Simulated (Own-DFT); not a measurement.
# How strain changes the stress of bcc W, 16 atoms (W16)

Calculated results; nothing here was measured. The program, named Own-DFT, is a retired in-house plane-wave density functional code that no person has reviewed. Each row is one single-point run on a periodic cell that was not relaxed, without spin or spin-orbit coupling.

Settings of every run: PBE; PseudoDojo norm-conserving scalar-relativistic files; cutoff 50 hartree; 5 x 5 x 5 k mesh centred on Gamma; cold (Marzari-Vanderbilt) smearing of 0.2 eV.

Known limits: forces on such cells failed a check on a denser k mesh; stress not checked against mesh or cutoff.

Unstrained cell vectors in Å: (6.330, 0.000, 0.000); (0.000, 6.330, 0.000); (0.000, 0.000, 6.330). The unstrained cell has measured lattice constants (interpolated for alloys), not those of this functional. That, the random moves and any unrelaxed bonds set the pressure at no strain. Each run strains this cell uniformly, with the atoms carried along. Every atom was also moved at random, by a Gaussian of width 0.05 Å on each axis. Strain is the symmetric tensor, in per cent. Stress is positive in tension, and the pressure is minus a third of its trace.

| run | e_xx (%) | e_yy (%) | e_zz (%) | e_yz (%) | e_xz (%) | e_xy (%) | s_xx (GPa) | s_yy (GPa) | s_zz (GPa) | s_yz (GPa) | s_xz (GPa) | s_xy (GPa) | P (GPa) | E (meV/atom) |
|---|---|---|---|---|---|---|---|---|---|---|---|---|---|---|
| 1 | -0.96 | 0.51 | -0.79 | -1.95 | 0.46 | -1.06 | -15.18 | -9.46 | -13.26 | -6.56 | 0.69 | -3.24 | 12.63 | 68.7 |
| 2 | -0.54 | -1.09 | 1.75 | 1.65 | 1.79 | -0.46 | -10.52 | -11.77 | -2.96 | 5.33 | 5.85 | -2.25 | 8.42 | 65.2 |
| 3 | -1.15 | -1.01 | -0.20 | 0.98 | -0.26 | 0.66 | -18.60 | -17.08 | -14.16 | 2.91 | -0.83 | 2.44 | 16.61 | 74.4 |
| 4 | 1.61 | 0.39 | 0.53 | -0.52 | 0.25 | -0.90 | 3.60 | -0.39 | -0.51 | -1.51 | 0.92 | -2.58 | -0.90 | 0.0 |
| 5 | 0.15 | -1.29 | 1.37 | 0.80 | 1.59 | -1.38 | -7.12 | -12.27 | -4.08 | 3.04 | 5.27 | -4.43 | 7.82 | 53.2 |
| 6 | -0.15 | -0.96 | 1.47 | -1.96 | -1.67 | -1.67 | -8.39 | -11.23 | -4.07 | -6.83 | -6.00 | -6.00 | 7.90 | 73.4 |
| 7 | 0.13 | 0.50 | 1.66 | 0.01 | 0.55 | 0.72 | -2.19 | -1.15 | 2.61 | -0.02 | 1.60 | 2.12 | 0.24 | 6.2 |
| 8 | 0.45 | 1.47 | 0.77 | -0.02 | 0.51 | -1.11 | -0.87 | 2.92 | 0.80 | 0.10 | 1.26 | -2.60 | -0.95 | 14.2 |
| 9 | 0.85 | -0.13 | 0.09 | 0.89 | -1.53 | 0.65 | -2.94 | -6.00 | -5.20 | 3.09 | -4.92 | 2.42 | 4.72 | 6.9 |
| 10 | -1.57 | 1.11 | 1.92 | 0.43 | 0.28 | 0.30 | -9.98 | -1.46 | 1.13 | 1.23 | 0.54 | 0.87 | 3.44 | 30.1 |
| 11 | -1.94 | 1.50 | 1.87 | 0.69 | 1.15 | -0.20 | -11.21 | 0.09 | 0.65 | 1.81 | 3.47 | -0.80 | 3.49 | 34.6 |
| 12 | -1.57 | -1.22 | -1.99 | -1.58 | -1.89 | -1.04 | -26.22 | -25.35 | -27.05 | -6.47 | -7.31 | -4.78 | 26.21 | 127.3 |
| 13 | 1.75 | -1.67 | -1.92 | -0.67 | -0.87 | -0.47 | -6.49 | -17.80 | -18.57 | -2.10 | -2.94 | -1.79 | 14.29 | 47.8 |
| 14 | 1.54 | 0.17 | -0.20 | 0.86 | -1.75 | -0.36 | 0.60 | -3.69 | -4.82 | 2.39 | -4.97 | -0.72 | 2.64 | 8.7 |
| 15 | -0.09 | -1.43 | 1.86 | 0.84 | -0.56 | 0.70 | ? | ? | ? | ? | ? | ? | ? | ? |

E is the free energy for each atom above the lowest run shown.

## Worked fit

Each stress component was fitted by least squares to a constant and the strains of the runs shown, as fractions, with shears doubled. Shear strains stay in the fit of a normal stress only where such slopes are resolved. The slopes, in GPa:

| stress | at no strain | per e_xx | per e_yy | per e_zz | scatter |
|---|---|---|---|---|---|
| s_xx | -8.5 | 604 ± 10 | 250 ± 12 | 252 ± 10 | 0.43 |
| s_yy | -8.3 | 270 ± 11 | 585 ± 14 | 243 ± 11 | 0.49 |
| s_zz | -8.2 | 259 ± 12 | 272 ± 15 | 537 ± 13 | 0.54 |

Each shear stress against twice its own strain: yz 162 ± 5, xz 160 ± 4, xy 159 ± 12 GPa. These are stiffnesses along x, y and z of the frame in which the cell vectors are given, which need not be the crystal's axes. The atoms are held to the strained lattice; where symmetry lets them move under strain, relaxing them would lower some slopes. The table should be nearly symmetric about its diagonal, and what it lacks of that shows the noise. A ninth of its sum, 364 ± 6 GPa, estimates the bulk modulus near the mean pressure of these runs, 7.6 GPa, so it lies above the value at zero pressure.

## Withheld run

Question: what normal stresses and pressure should run 15 give?

The fit gives s_xx = -7.9, s_yy = -12.4, s_zz = -2.4 and P = 7.5 GPa. The calculation gave -8.65, -12.95, -1.89 and P = 7.83 GPa.
